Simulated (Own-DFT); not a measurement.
# Point defects and the pressure they add: C40 NbSi2

Calculated, not measured: single-point runs of Own-DFT, a retired in-house plane-wave DFT program that no person has reviewed, on unrelaxed cells, without spin or spin-orbit coupling.

Method: PBE; PseudoDojo norm-conserving scalar-relativistic files; cutoff 42 hartree; 4 x 4 x 5 k mesh centred on Gamma; cold (Marzari-Vanderbilt) smearing of 0.2 eV.

Keep in mind: forces on such cells failed a check on a denser k mesh; stress not checked against mesh or cutoff.

All runs share one cell, with vectors in Å (0.000, 8.324, 0.000); (-9.613, 0.000, 0.000); (0.000, 0.000, 6.586) and a volume of 527.0 Å³. The atoms are randomly displaced, by u rms on each axis. The defect's site can differ from row to row.

```
                    cell   formula   u (Å)  P (GPa)
               no defect  Nb12Si24  0.0195     1.53
               no defect  Nb12Si24  0.0465     2.27
               no defect  Nb12Si24  0.0476     2.48
two Nb on a Si site each  Nb14Si22  0.0265     7.30
two Nb on a Si site each  Nb14Si22  0.0472     8.14
two Nb on a Si site each  Nb14Si22  0.0541     8.24
two Si on a Nb site each  Nb10Si26  0.0290     1.71
two Si on a Nb site each  Nb10Si26  0.0292     1.52
two Si on a Nb site each  Nb10Si26  0.0443        ?
two Si on a Nb site each  Nb10Si26  0.0498     2.47
          one Si vacancy  Nb12Si23  0.0282     1.12
          one Si vacancy  Nb12Si23  0.0312     1.19
          one Si vacancy  Nb12Si23  0.0464     1.61
        two Nb vacancies  Nb10Si24  0.0322     0.27
        two Nb vacancies  Nb10Si24  0.0480     0.97
        two Nb vacancies  Nb10Si24  0.0491     0.89
```

## What the rows give

P = P0 + c u² + a shift for each defect gives P0 = 1.36 GPa, c = 461 ± 32 GPa/Å² and a scatter of 0.10 GPa. The shifts, and each times the cell's volume:

- two Nb on a Si site each: 5.64 ± 0.08 GPa, 18.5 eV (9.3 eV for each of its 2 sites)
- two Si on a Nb site each: -0.10 ± 0.08 GPa, -0.3 eV (-0.2 eV for each of its 2 sites) (not resolved)
- one Si vacancy: -0.65 ± 0.08 GPa, -2.1 eV
- two Nb vacancies: -1.53 ± 0.08 GPa, -5.0 eV (-2.5 eV for each of its 2 sites)

Against the defect-free cell, a freed cell would be larger where the shift is positive and smaller where it is negative (160.2 GPa Å³ is 1 eV). The atoms around the defects weren't relaxed, which would change these numbers.

## Prediction

Q: what pressure belongs in the blank (two Si on a Nb site each, u = 0.0443 Å)?

The fit gives 2.17 ± 0.11 GPa. Computed: 2.13 GPa.
